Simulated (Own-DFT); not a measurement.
Simulation results for Al3GaN4 (wurtzite random alloy, strained, atoms displaced)

Computed with Own-DFT development build. A calculation, not a measurement: plane-wave PBE density functional theory by an unreviewed code, no spin, of a simulated periodic cell, stress positive in tension, free energy of the whole cell less one offset for each atom, forces on such cells passed a denser k mesh, this cell's mesh not checked; offsets are fitted by least squares, one for each functional and potential file, so energies compare only between cells with the same atoms and settings and are not formation energies; the far tail of each file's local potential was reset to the Coulomb form; each entry is a single point on an unrelaxed cell, so the pressure reflects the starting lattice, mostly measured values, from which strain is counted, and rises with the displacements; printed positions are rounded, which can move forces by about a meV/angstrom; the program is a retired in-house code; no spin-orbit coupling.

Settings shared by all entries: functional PBE; potential files PseudoDojo norm-conserving, scalar-relativistic, standard set with the stringent files for Ga; wave cutoff 96 hartree; occupations Gaussian; smearing width 0.01 eV; k mesh 4 x 4 x 3 centred on Gamma.

(1) 
```cif
# cell vector a (Å): 9.3703 0.0000 0.0000
# cell vector b (Å): -4.6851 8.1149 0.0000
# cell vector c (Å): 0.0000 0.0000 10.0655
data_Al3GaN4
_symmetry_space_group_name_H-M 'P 1'
_symmetry_Int_Tables_number 1
_cell_length_a 9.3703
_cell_length_b 9.3703
_cell_length_c 10.0655
_cell_angle_alpha 90.000
_cell_angle_beta 90.000
_cell_angle_gamma 120.000
_cell_volume 765.37
loop_
_atom_site_label
_atom_site_type_symbol
_atom_site_fract_x
_atom_site_fract_y
_atom_site_fract_z
_atom_site_occupancy
Al1 Al 0.10574 0.21231 0.99679 1
Ga1 Ga 0.22068 0.11253 0.24953 1
N1 N 0.09980 0.21616 0.18546 1
N2 N 0.22044 0.11176 0.43988 1
Al2 Al 0.11216 0.22153 0.49928 1
Al3 Al 0.22173 0.11223 0.74360 1
N3 N 0.10332 0.20779 0.69547 1
N4 N 0.21495 0.09909 0.94669 1
Al4 Al 0.10082 0.55553 0.00574 1
Al5 Al 0.21835 0.45216 0.24847 1
N5 N 0.10675 0.55161 0.19048 1
N6 N 0.21766 0.43843 0.43316 1
Al6 Al 0.10839 0.55439 0.50461 1
Ga2 Ga 0.22268 0.44682 0.75090 1
N7 N 0.11272 0.56352 0.68633 1
N8 N 0.22502 0.43859 0.94029 1
Al7 Al 0.11102 0.89437 0.00421 1
Ga3 Ga 0.22734 0.78730 0.25342 1
N9 N 0.10370 0.88334 0.20029 1
N10 N 0.22709 0.77968 0.44024 1
Ga4 Ga 0.11047 0.87482 0.50369 1
Al8 Al 0.23023 0.77036 0.74667 1
N11 N 0.11215 0.88848 0.69413 1
N12 N 0.21848 0.77390 0.94174 1
Ga5 Ga 0.44430 0.22429 0.00894 1
Al9 Al 0.56323 0.11675 0.24729 1
N13 N 0.44525 0.22647 0.18831 1
N14 N 0.56443 0.11738 0.43828 1
Al10 Al 0.44216 0.21026 0.48934 1
Al11 Al 0.56483 0.11374 0.74686 1
N15 N 0.43449 0.21426 0.68961 1
N16 N 0.55052 0.10040 0.93984 1
Al12 Al 0.45458 0.56523 0.99595 1
Al13 Al 0.56469 0.44779 0.25515 1
N17 N 0.43389 0.55375 0.17766 1
N18 N 0.55576 0.43732 0.44200 1
Ga6 Ga 0.44183 0.55291 0.50075 1
Al14 Al 0.55588 0.44761 0.74554 1
N19 N 0.44070 0.55748 0.69091 1
N20 N 0.55757 0.44285 0.93957 1
Al15 Al 0.44266 0.88559 0.00974 1
Al16 Al 0.55886 0.78589 0.25497 1
N21 N 0.44902 0.89024 0.19227 1
N22 N 0.55489 0.77752 0.42757 1
Al17 Al 0.45024 0.88664 0.49866 1
Al18 Al 0.54424 0.77536 0.75348 1
N23 N 0.44329 0.88601 0.69294 1
N24 N 0.54527 0.77451 0.94552 1
Al19 Al 0.77518 0.23127 0.99793 1
Al20 Al 0.88321 0.10943 0.25142 1
N25 N 0.78604 0.22912 0.19256 1
N26 N 0.89004 0.11003 0.44346 1
Ga7 Ga 0.77634 0.22826 0.49547 1
Al21 Al 0.88197 0.10970 0.75648 1
N27 N 0.78104 0.22284 0.69410 1
N28 N 0.89375 0.11469 0.94805 1
Ga8 Ga 0.77657 0.55451 0.99116 1
Al22 Al 0.88345 0.45158 0.24595 1
N29 N 0.78635 0.56717 0.18254 1
N30 N 0.88482 0.44211 0.44079 1
Al23 Al 0.77833 0.55189 0.49225 1
Al24 Al 0.89132 0.45379 0.75031 1
N31 N 0.78150 0.55484 0.68627 1
N32 N 0.88905 0.43849 0.93384 1
Al25 Al 0.77515 0.88950 0.99667 1
Ga9 Ga 0.88475 0.76739 0.25628 1
N33 N 0.77202 0.88466 0.19033 1
N34 N 0.88963 0.78355 0.44356 1
Al26 Al 0.76653 0.88567 0.50409 1
Al27 Al 0.89758 0.78385 0.75002 1
N35 N 0.76040 0.88643 0.69252 1
N36 N 0.88596 0.77997 0.93661 1
_calc_free_energy_of_cell_above_offsets '-23.438'  # eV
_calc_pressure 6.89  # GPa
_calc_stress_xx -7.35  # GPa
_calc_stress_yy -6.47  # GPa
_calc_stress_zz -6.85  # GPa
_calc_stress_yz 0.7  # GPa
_calc_stress_xz -0.02  # GPa
_calc_stress_xy -0.82  # GPa
```

Force:
```tsv
element	x (eV/Å)	y (eV/Å)	z (eV/Å)
Al	0.918	1.621	0.821
Ga	-1.105	0.148	0.006
N	0.182	1.077	0.554
N	0.74	-0.206	0.667
Al	-0.404	-0.657	0.485
Al	0.453	-1.132	1.715
N	-0.991	1.218	-1.262
N	-0.037	1.999	-1.512
Al	2.198	-0.148	-0.865
Al	1.35	-1.852	-1.072
N	-1.332	0.755	0.119
N	-0.764	0.645	1.237
Al	0.522	-0.26	-1.685
Ga	-0.663	-1.632	0.701
N	-0.345	-1.438	0.018
N	-0.835	0.631	0.673
Al	0.292	-2.394	0.213
Ga	0.156	-1.317	-0.775
N	0.657	0.893	-2.16
N	1.563	-1.246	1.024
Ga	-1.356	2.152	0.295
Al	-2.194	1.963	1.845
N	0.901	-0.392	0.18
N	-0.029	0.165	0.135
Ga	-0.252	-0.904	-2.812
Al	-0.319	-0.26	-0.168
N	1.588	0.261	2.823
N	-1.589	-2.45	-0.9
Al	-1.216	0.855	1.858
Al	-1.931	-0.455	0.842
N	1.863	1.321	-0.848
N	0.632	1.058	0.067
Al	-1.059	-2.563	0.523
Al	-2.051	0.298	-1.591
N	1.554	0.572	2.668
N	0.328	0.285	-0.605
Ga	-0.075	-0.183	-0.706
Al	0.4	-1.058	0.161
N	1.347	0.353	-0.023
N	-1.215	0.457	-1.42
Al	-0.817	-0.145	-1.4
Al	0.351	-1.842	-3.421
N	-0.14	1.333	0.431
N	-0.083	0.102	3.339
Al	-0.643	0.546	0.302
Al	1.085	0.093	0.765
N	0.269	0.881	-1.563
N	1.143	1.493	-1.427
Al	1.017	-2.352	0.521
Al	1.214	-0.313	-0.08
N	-1.557	0.145	-0.699
N	-0.26	-0.471	-0.515
Ga	2.199	-1.021	1.61
Al	0.837	-0.265	-0.175
N	-0.312	1.117	-0.062
N	-2.195	-0.907	-1.348
Ga	0.378	0.736	0.159
Al	1.874	-0.66	0.606
N	-0.751	-3.533	0.585
N	0.642	2.443	-1.347
Al	-0.651	0.987	1.752
Al	0.648	-1.252	-0.663
N	-1.091	0.688	-0.057
N	-0.145	1.073	0.342
Al	-0.253	0.01	0.845
Ga	-1.253	3.088	0.039
N	-0.046	0.706	-0.378
N	-0.96	-1.728	0.961
Al	1.23	0.855	-0.169
Al	-1.53	-0.619	-0.392
N	1.521	-0.067	0.137
N	0.399	0.699	0.076
```

(2) 
```cif
# cell vector a (Å): 9.3703 0.0000 0.0000
# cell vector b (Å): -4.6851 8.1149 0.0000
# cell vector c (Å): 0.0000 0.0000 10.0655
data_Al3GaN4
_symmetry_space_group_name_H-M 'P 1'
_symmetry_Int_Tables_number 1
_cell_length_a 9.3703
_cell_length_b 9.3703
_cell_length_c 10.0655
_cell_angle_alpha 90.000
_cell_angle_beta 90.000
_cell_angle_gamma 120.000
_cell_volume 765.37
loop_
_atom_site_label
_atom_site_type_symbol
_atom_site_fract_x
_atom_site_fract_y
_atom_site_fract_z
_atom_site_occupancy
Al1 Al 0.11001 0.21636 0.00356 1
Al2 Al 0.21484 0.09475 0.25247 1
N1 N 0.11043 0.23081 0.18431 1
N2 N 0.21353 0.11335 0.43241 1
Al3 Al 0.11042 0.22465 0.50120 1
Al4 Al 0.22491 0.10685 0.73627 1
N3 N 0.11273 0.22478 0.68864 1
N4 N 0.22175 0.11089 0.93642 1
Al5 Al 0.10516 0.55699 0.00054 1
Al6 Al 0.21555 0.43949 0.25275 1
N5 N 0.11567 0.56289 0.19760 1
N6 N 0.22242 0.44818 0.43604 1
Al7 Al 0.12056 0.55283 0.51081 1
Al8 Al 0.21608 0.44076 0.74752 1
N7 N 0.10342 0.55174 0.69839 1
N8 N 0.22738 0.44562 0.94056 1
Ga1 Ga 0.11796 0.88600 0.00724 1
Al9 Al 0.22490 0.77082 0.25823 1
N9 N 0.10697 0.89486 0.19072 1
N10 N 0.22944 0.78320 0.43441 1
Al10 Al 0.11565 0.89109 0.50167 1
Ga2 Ga 0.21998 0.78447 0.75368 1
N11 N 0.10952 0.88439 0.69422 1
N12 N 0.22012 0.78119 0.93688 1
Al11 Al 0.43962 0.21663 0.00327 1
Al12 Al 0.55346 0.10619 0.24981 1
N13 N 0.45788 0.22480 0.19211 1
N14 N 0.55229 0.10794 0.44634 1
Al13 Al 0.45545 0.23029 0.50057 1
Al14 Al 0.54232 0.10139 0.75369 1
N15 N 0.44552 0.22018 0.68993 1
N16 N 0.56233 0.09586 0.94015 1
Al15 Al 0.43557 0.55409 0.99819 1
Al16 Al 0.55318 0.44423 0.25271 1
N17 N 0.44776 0.56796 0.19607 1
N18 N 0.54602 0.44585 0.43433 1
Ga3 Ga 0.43694 0.54340 0.50665 1
Al17 Al 0.55715 0.43593 0.75078 1
N19 N 0.45621 0.56577 0.68516 1
N20 N 0.55490 0.44528 0.94140 1
Al18 Al 0.44540 0.88993 0.99434 1
Al19 Al 0.54841 0.77969 0.25864 1
N21 N 0.44169 0.88424 0.18049 1
N22 N 0.55223 0.77631 0.43822 1
Ga4 Ga 0.44325 0.88902 0.49786 1
Al20 Al 0.56007 0.79024 0.75454 1
N23 N 0.44726 0.89119 0.69589 1
N24 N 0.55376 0.77713 0.94672 1
Al21 Al 0.77091 0.22101 0.99430 1
Al22 Al 0.90012 0.10991 0.25750 1
N25 N 0.78153 0.22165 0.19518 1
N26 N 0.89565 0.11558 0.44317 1
Al23 Al 0.78153 0.22826 0.50088 1
Ga5 Ga 0.87887 0.10239 0.75418 1
N27 N 0.77969 0.22552 0.69250 1
N28 N 0.89495 0.11961 0.93510 1
Ga6 Ga 0.78092 0.56144 0.99873 1
Ga7 Ga 0.87827 0.44129 0.24644 1
N29 N 0.76371 0.55351 0.19158 1
N30 N 0.90240 0.45397 0.44287 1
Al24 Al 0.78638 0.55855 0.50298 1
Al25 Al 0.88849 0.44757 0.75310 1
N31 N 0.76959 0.55659 0.69034 1
N32 N 0.88810 0.44824 0.93612 1
Al26 Al 0.78164 0.89650 0.99956 1
Ga8 Ga 0.88662 0.78604 0.24771 1
N33 N 0.77597 0.89145 0.20006 1
N34 N 0.89793 0.77873 0.43728 1
Ga9 Ga 0.77490 0.88861 0.49797 1
Al27 Al 0.89857 0.78676 0.74590 1
N35 N 0.78540 0.89460 0.69166 1
N36 N 0.88272 0.77777 0.94488 1
_calc_free_energy_of_cell_above_offsets '-22.295'  # eV
_calc_pressure 7.5  # GPa
_calc_stress_xx -6.41  # GPa
_calc_stress_yy -8.11  # GPa
_calc_stress_zz -7.97  # GPa
_calc_stress_yz -1.41  # GPa
_calc_stress_xz -0.02  # GPa
_calc_stress_xy 0.12  # GPa
```

Force:
```tsv
element	x (eV/Å)	y (eV/Å)	z (eV/Å)
Al	0.004	1.202	-1.428
Al	0.304	3.987	-0.53
N	1.27	-1.659	1.223
N	1.616	-0.251	2.133
Al	0.197	0.238	-0.002
Al	-1.454	1.193	2.001
N	0.874	-0.446	-0.421
N	0.559	0.163	-0.404
Al	1.479	-0.217	0.435
Al	0.801	1.728	-0.935
N	-0.481	-1.253	-1.889
N	-0.644	-1.344	0.967
Al	-1.491	0.889	-1.155
Al	1.312	0.764	1.183
N	1.081	0.51	-1.097
N	-2.133	-0.726	-0.522
Ga	-2.14	0.882	-0.958
Al	-0.617	1.365	-2.118
N	2.019	-2.053	0.562
N	-1.548	-1.102	2.411
Al	-0.219	-0.066	-0.921
Ga	1.819	-1.649	-0.38
N	-0.632	1.709	-2.299
N	1.754	-1.247	1.412
Al	0.543	0.84	-0.262
Al	0.912	-0.084	0.093
N	-1.971	-0.888	-0.257
N	0.595	2.038	-1.296
Al	-1.188	-0.644	-0.808
Al	1.866	1.814	-0.317
N	-0.057	-0.305	-0.506
N	-2.729	2.246	-0.856
Al	1.855	0.709	1.361
Al	-1.388	0.337	-1.006
N	-0.222	-2.229	-0.864
N	3.237	-0.945	1.027
Ga	-0.26	1.839	-1.386
Al	-1.563	1.574	0.759
N	-0.925	-0.847	3.198
N	-0.667	-1.356	-0.523
Al	0.027	-2.053	1.241
Al	0.897	0.065	-1.915
N	-0.708	0.762	1.608
N	0.121	-0.084	0.786
Ga	0.887	-0.218	1.252
Al	1.184	-1.911	0.078
N	-0.411	-0.445	-0.61
N	0.529	0.428	-1.296
Al	1.929	0.845	1.353
Al	-1.755	0.56	-0.785
N	-0.171	-1.622	-1.118
N	-0.974	0.467	-0.208
Al	0.251	-0.234	0.162
Ga	0.696	2.523	-1.134
N	-1.574	-0.021	-0.338
N	-0.373	-0.694	2.667
Ga	-1.106	-0.936	0.696
Ga	0.775	1.116	0.785
N	1.238	0.665	-0.032
N	-0.818	-0.848	0.778
Al	-0.877	0.023	-0.734
Al	-0.926	-0.669	-0.805
N	1.809	0.511	-0.087
N	0.705	-0.903	0.832
Al	-0.645	-0.522	0.968
Ga	0.608	-1.992	0.448
N	-1.543	1.191	-1.645
N	-0.272	-0.316	1.612
Ga	0.646	-0.174	0.105
Al	-2.035	-1.78	1.523
N	-0.548	-2.307	-0.219
N	0.667	1.855	-1.592
```

(3) 
```cif
# cell vector a (Å): 9.3703 0.0000 0.0000
# cell vector b (Å): -4.6851 8.1149 0.0000
# cell vector c (Å): 0.0000 0.0000 10.0655
data_Al3GaN4
_symmetry_space_group_name_H-M 'P 1'
_symmetry_Int_Tables_number 1
_cell_length_a 9.3703
_cell_length_b 9.3703
_cell_length_c 10.0655
_cell_angle_alpha 90.000
_cell_angle_beta 90.000
_cell_angle_gamma 120.000
_cell_volume 765.37
loop_
_atom_site_label
_atom_site_type_symbol
_atom_site_fract_x
_atom_site_fract_y
_atom_site_fract_z
_atom_site_occupancy
Ga1 Ga 0.11170 0.21366 0.00220 1
Ga2 Ga 0.21766 0.11474 0.25392 1
N1 N 0.11935 0.21833 0.18489 1
N2 N 0.23103 0.11616 0.44203 1
Al1 Al 0.11747 0.22185 0.49361 1
Ga3 Ga 0.22494 0.11821 0.74768 1
N3 N 0.10482 0.21796 0.69451 1
N4 N 0.21667 0.10185 0.93406 1
Al2 Al 0.11203 0.54938 0.00117 1
Al3 Al 0.22593 0.44530 0.24649 1
N5 N 0.11035 0.55518 0.18362 1
N6 N 0.21649 0.44074 0.44000 1
Al4 Al 0.11264 0.55190 0.49881 1
Al5 Al 0.22292 0.44066 0.74824 1
N7 N 0.11145 0.55598 0.68984 1
N8 N 0.22294 0.44076 0.94530 1
Al6 Al 0.10805 0.89358 0.99864 1
Al7 Al 0.22088 0.77809 0.26167 1
N9 N 0.11141 0.89502 0.19660 1
N10 N 0.22433 0.77545 0.44188 1
Al8 Al 0.11547 0.88418 0.49750 1
Al9 Al 0.21769 0.78084 0.74396 1
N11 N 0.10775 0.89179 0.68543 1
N12 N 0.21101 0.77381 0.94222 1
Al10 Al 0.44710 0.21940 0.01297 1
Ga4 Ga 0.55600 0.11639 0.24396 1
N13 N 0.45073 0.22075 0.18468 1
N14 N 0.55850 0.10791 0.43684 1
Ga5 Ga 0.44321 0.22852 0.50419 1
Ga6 Ga 0.55863 0.12084 0.74528 1
N15 N 0.44746 0.22151 0.69263 1
N16 N 0.54644 0.10537 0.94437 1
Al11 Al 0.44352 0.55677 0.00682 1
Al12 Al 0.55562 0.44098 0.25148 1
N17 N 0.44541 0.56075 0.19281 1
N18 N 0.55047 0.45055 0.44140 1
Ga7 Ga 0.43546 0.53858 0.50574 1
Al13 Al 0.55839 0.44208 0.75227 1
N19 N 0.44302 0.55616 0.69239 1
N20 N 0.55068 0.44692 0.93617 1
Al14 Al 0.44265 0.89010 0.99498 1
Ga8 Ga 0.56097 0.78441 0.24980 1
N21 N 0.43494 0.87941 0.18713 1
N22 N 0.55748 0.76755 0.44845 1
Al15 Al 0.43209 0.87756 0.48883 1
Al16 Al 0.54588 0.77992 0.75035 1
N23 N 0.45824 0.89681 0.68254 1
N24 N 0.55088 0.77216 0.95087 1
Al17 Al 0.78673 0.21915 0.99366 1
Ga9 Ga 0.88865 0.11215 0.25385 1
N25 N 0.78874 0.21868 0.17985 1
N26 N 0.89222 0.11089 0.44012 1
Al18 Al 0.77208 0.21601 0.50115 1
Al19 Al 0.88824 0.11126 0.73844 1
N27 N 0.76979 0.21204 0.69963 1
N28 N 0.89514 0.11682 0.94235 1
Al20 Al 0.76157 0.54920 0.00528 1
Al21 Al 0.88420 0.44943 0.25356 1
N29 N 0.77988 0.56230 0.18790 1
N30 N 0.88375 0.44033 0.43906 1
Al22 Al 0.77125 0.54314 0.49995 1
Al23 Al 0.88048 0.44004 0.74510 1
N31 N 0.77941 0.56200 0.69385 1
N32 N 0.89570 0.44433 0.93670 1
Al24 Al 0.77352 0.88361 0.00425 1
Al25 Al 0.89116 0.78350 0.24110 1
N33 N 0.78626 0.89517 0.18627 1
N34 N 0.88677 0.76543 0.44032 1
Al26 Al 0.78049 0.89937 0.50200 1
Al27 Al 0.88429 0.77169 0.74280 1
N35 N 0.79481 0.89742 0.68635 1
N36 N 0.89056 0.77991 0.94839 1
_calc_free_energy_of_cell_above_offsets '-21.824'  # eV
_calc_pressure 7.51  # GPa
_calc_stress_xx -8.9  # GPa
_calc_stress_yy -6.84  # GPa
_calc_stress_zz -6.79  # GPa
_calc_stress_yz -0.02  # GPa
_calc_stress_xz -0.93  # GPa
_calc_stress_xy 1.27  # GPa
```

Force:
```tsv
element	x (eV/Å)	y (eV/Å)	z (eV/Å)
Ga	-0.224	0.696	-1.404
Ga	2.322	-0.858	0.047
N	-2.108	2.261	1.854
N	-1.385	-1.476	0.378
Al	-1.117	-0.299	1.487
Ga	-0.139	-1.379	0.478
N	0.207	1.884	-2.293
N	1.693	1.261	1.472
Al	-0.754	0.847	-0.949
Al	-0.91	-0.016	-0.217
N	-0.229	0	2.615
N	-0.199	-0.586	-1.012
Al	-0.906	-0.16	0.664
Al	-0.828	0.291	1.314
N	-0.177	-0.416	-0.734
N	0.358	0.805	-1.021
Al	1.002	-1.434	0.638
Al	-0.275	-0.398	-3.313
N	1.014	-1.185	-0.738
N	-1.291	-1.205	0.068
Al	-1.989	0.258	0.226
Al	0.717	0.022	1.261
N	0.879	-0.828	-0.398
N	1.172	0.444	-1.004
Al	-1.056	-0.07	-4.452
Ga	2.423	-1.745	0.38
N	-2.018	1.987	2.321
N	-0.628	-0.244	0.559
Ga	1.951	-0.59	-0.455
Ga	-0.424	-2.833	2.233
N	-1.294	2.132	-0.587
N	1.191	1.31	-0.228
Al	-0.44	-0.72	-0.741
Al	-0.612	1.096	-0.237
N	1.058	-1.752	-0.008
N	3.275	-1.66	-1.487
Ga	-1.515	2.781	0.155
Al	-1.01	0.849	0.102
N	0.528	-0.489	1.22
N	0.242	-1.098	1.295
Al	-0.938	-1.335	0.79
Ga	0.073	-0.266	0.806
N	-0.423	1.027	0.36
N	-1.112	1.594	-0.694
Al	3.557	1.75	1.674
Al	2.308	-0.317	0.421
N	-2.471	-1.084	-0.23
N	-0.052	1.031	-1.84
Al	-1.59	0.8	0.042
Ga	1	0.19	-0.98
N	-2.328	1.904	0.873
N	-0.182	0.892	1.264
Al	0.514	0.191	0.052
Al	0.481	-0.468	2.785
N	1.858	2.662	-2.795
N	-0.502	-2.499	-1.751
Al	2.524	0.951	-1.606
Al	1.532	-0.755	-1.777
N	-0.582	-1.287	0.919
N	0.56	-0.487	0.666
Al	-0.521	2.092	0.199
Al	1.402	0.731	1.49
N	-0.048	-2.748	-1.309
N	-1.845	-0.474	-0.026
Al	0.271	1.316	-1.511
Al	0.15	-0.514	1.743
N	-0.295	-0.809	0.578
N	-0.144	1.289	-0.457
Al	1.003	-2.774	-0.205
Al	0.431	2.324	1.702
N	-2.082	-1.25	0.474
N	-1.053	-1.159	-1.148
```

(4) 
```cif
# cell vector a (Å): 9.3703 0.0000 0.0000
# cell vector b (Å): -4.6851 8.1149 0.0000
# cell vector c (Å): 0.0000 0.0000 10.0655
data_Al3GaN4
_symmetry_space_group_name_H-M 'P 1'
_symmetry_Int_Tables_number 1
_cell_length_a 9.3703
_cell_length_b 9.3703
_cell_length_c 10.0655
_cell_angle_alpha 90.000
_cell_angle_beta 90.000
_cell_angle_gamma 120.000
_cell_volume 765.37
loop_
_atom_site_label
_atom_site_type_symbol
_atom_site_fract_x
_atom_site_fract_y
_atom_site_fract_z
_atom_site_occupancy
Al1 Al 0.11335 0.23114 0.00103 1
Al2 Al 0.22764 0.11820 0.25970 1
N1 N 0.11092 0.22204 0.19362 1
N2 N 0.22400 0.11533 0.43440 1
Ga1 Ga 0.11541 0.22038 0.50034 1
Al3 Al 0.21678 0.11523 0.74613 1
N3 N 0.12040 0.22174 0.69106 1
N4 N 0.22937 0.11634 0.94168 1
Al4 Al 0.10823 0.56088 0.00534 1
Ga2 Ga 0.20193 0.43420 0.25094 1
N5 N 0.10079 0.55251 0.19859 1
N6 N 0.21715 0.44125 0.43912 1
Ga3 Ga 0.12289 0.55260 0.50220 1
Ga4 Ga 0.22805 0.44274 0.75063 1
N7 N 0.12111 0.55795 0.69672 1
N8 N 0.20610 0.43859 0.94872 1
Al5 Al 0.11486 0.88130 0.00089 1
Al6 Al 0.22358 0.77699 0.25698 1
N9 N 0.10793 0.87836 0.19838 1
N10 N 0.21818 0.77673 0.44930 1
Al7 Al 0.11973 0.89173 0.49456 1
Al8 Al 0.22109 0.77820 0.75077 1
N11 N 0.11298 0.89533 0.68537 1
N12 N 0.22443 0.77798 0.94890 1
Al9 Al 0.44271 0.22540 0.99028 1
Al10 Al 0.54620 0.11865 0.25019 1
N13 N 0.44277 0.21819 0.19410 1
N14 N 0.55466 0.11369 0.44248 1
Al11 Al 0.44679 0.21930 0.49495 1
Ga5 Ga 0.55776 0.11480 0.74761 1
N15 N 0.45959 0.23770 0.69148 1
N16 N 0.55112 0.10965 0.94550 1
Al12 Al 0.44496 0.55892 0.00153 1
Al13 Al 0.55065 0.43818 0.24675 1
N17 N 0.44333 0.55478 0.18773 1
N18 N 0.54637 0.43547 0.43181 1
Al14 Al 0.44401 0.55842 0.49378 1
Al15 Al 0.55788 0.45169 0.75110 1
N19 N 0.44347 0.55088 0.68962 1
N20 N 0.55502 0.45257 0.93527 1
Ga6 Ga 0.44724 0.88745 0.99614 1
Ga7 Ga 0.56013 0.78992 0.25106 1
N21 N 0.43986 0.89937 0.18205 1
N22 N 0.54930 0.77827 0.43818 1
Al16 Al 0.43550 0.88456 0.49640 1
Al17 Al 0.54936 0.78012 0.75016 1
N23 N 0.45875 0.90156 0.68520 1
N24 N 0.56669 0.78442 0.93348 1
Al18 Al 0.78371 0.21771 0.00237 1
Al19 Al 0.87927 0.10324 0.24740 1
N25 N 0.77469 0.22175 0.18267 1
N26 N 0.88489 0.11057 0.44132 1
Al20 Al 0.77461 0.22160 0.49133 1
Ga8 Ga 0.87822 0.10514 0.74821 1
N27 N 0.77360 0.22369 0.68724 1
N28 N 0.89011 0.11511 0.94338 1
Al21 Al 0.77957 0.55871 0.99754 1
Al22 Al 0.89234 0.43806 0.24481 1
N29 N 0.77467 0.53945 0.18585 1
N30 N 0.89870 0.45110 0.44307 1
Ga9 Ga 0.76676 0.55583 0.49514 1
Al23 Al 0.88111 0.44092 0.75833 1
N31 N 0.77490 0.54819 0.68715 1
N32 N 0.88930 0.43930 0.94172 1
Al24 Al 0.77759 0.88859 0.99776 1
Al25 Al 0.88982 0.78082 0.24847 1
N33 N 0.77199 0.88356 0.19370 1
N34 N 0.89316 0.78532 0.44213 1
Al26 Al 0.76768 0.88318 0.50451 1
Al27 Al 0.88862 0.77315 0.75252 1
N35 N 0.77794 0.89533 0.69384 1
N36 N 0.89834 0.79241 0.93953 1
_calc_free_energy_of_cell_above_offsets '-22.858'  # eV
_calc_pressure 7.18  # GPa
_calc_stress_xx -8.68  # GPa
_calc_stress_yy -7.35  # GPa
_calc_stress_zz -5.51  # GPa
_calc_stress_yz -0.4  # GPa
_calc_stress_xz 0.05  # GPa
_calc_stress_xy 1.79  # GPa
```

Force:
```tsv
element	x (eV/Å)	y (eV/Å)	z (eV/Å)
Al	0.71	-2.429	0.585
Al	-0.559	-1.098	-3.213
N	-0.37	-2.415	-0.818
N	1.663	-1.121	1.906
Ga	-1.529	-0.18	0.321
Al	3.212	-0.837	1.453
N	-2.412	0.198	-0.424
N	-1.659	-0.989	-0.503
Al	0.369	-0.99	0.047
Ga	1.995	1.546	-0.21
N	1.152	2.059	-1.747
N	2.715	0.08	0.052
Ga	-2.952	0.384	1.436
Ga	-1.096	-0.291	1.195
N	-1.781	0.204	0.173
N	1.633	2.512	-0.415
Al	-0.97	2.401	1.074
Al	-0.265	-0.268	-0.513
N	-0.194	1.55	-0.825
N	1.241	0.522	-1.772
Al	-2.187	0.112	0.892
Al	0.408	0.677	-0.18
N	0.384	-0.727	0.613
N	-0.621	-1.03	-2.11
Al	0.974	0.239	1.239
Al	2.802	-1.149	-0.151
N	-2.034	1.251	-1.509
N	0.161	-1.197	-1.304
Al	-0.892	0.896	1.606
Ga	-0.544	0.594	1.203
N	-2.259	-1.281	-1.174
N	0.918	1.524	-0.65
Al	-0.672	-0.173	-0.122
Al	0.143	0.864	-0.689
N	-0.134	0.063	0.217
N	-0.862	0.799	0.468
Al	0.096	-1.174	0.312
Al	0.425	-0.438	-0.426
N	0.705	2.201	-1.191
N	0.568	-0.208	0.855
Ga	0.169	0.624	0.213
Ga	-1.735	-1.751	-0.74
N	0.368	-0.743	2.658
N	0.179	-0.147	1.344
Al	1.022	1.316	0.895
Al	1.174	-0.274	-0.736
N	-1.653	-2.807	-0.119
N	-0.665	-1.546	0.555
Al	-2.229	0.442	-0.761
Al	0.516	1.05	0.582
N	0.279	-0.906	1.942
N	-0.203	-0.895	-0.684
Al	0.581	1.137	1.33
Ga	0.745	2.542	0.599
N	1.32	1.245	-0.689
N	0.983	-1.034	0.219
Al	-0.067	-0.448	0.385
Al	-2.29	-0.209	1.719
N	-0.981	1.761	0.233
N	-1.111	-1.457	-1.268
Ga	1.98	-0.068	-0.059
Al	1.413	-0.067	-1.693
N	-0.213	1.532	1.52
N	-0.848	0.939	0.303
Al	0.436	1.003	0.499
Al	0.164	-1.571	0.646
N	1.755	1.035	-1.746
N	-0.764	0.142	-0.533
Al	0.981	1.204	-0.3
Al	-0.239	0.83	-1.194
N	0.34	-3.683	-1.009
N	0.311	-1.875	0.195
```
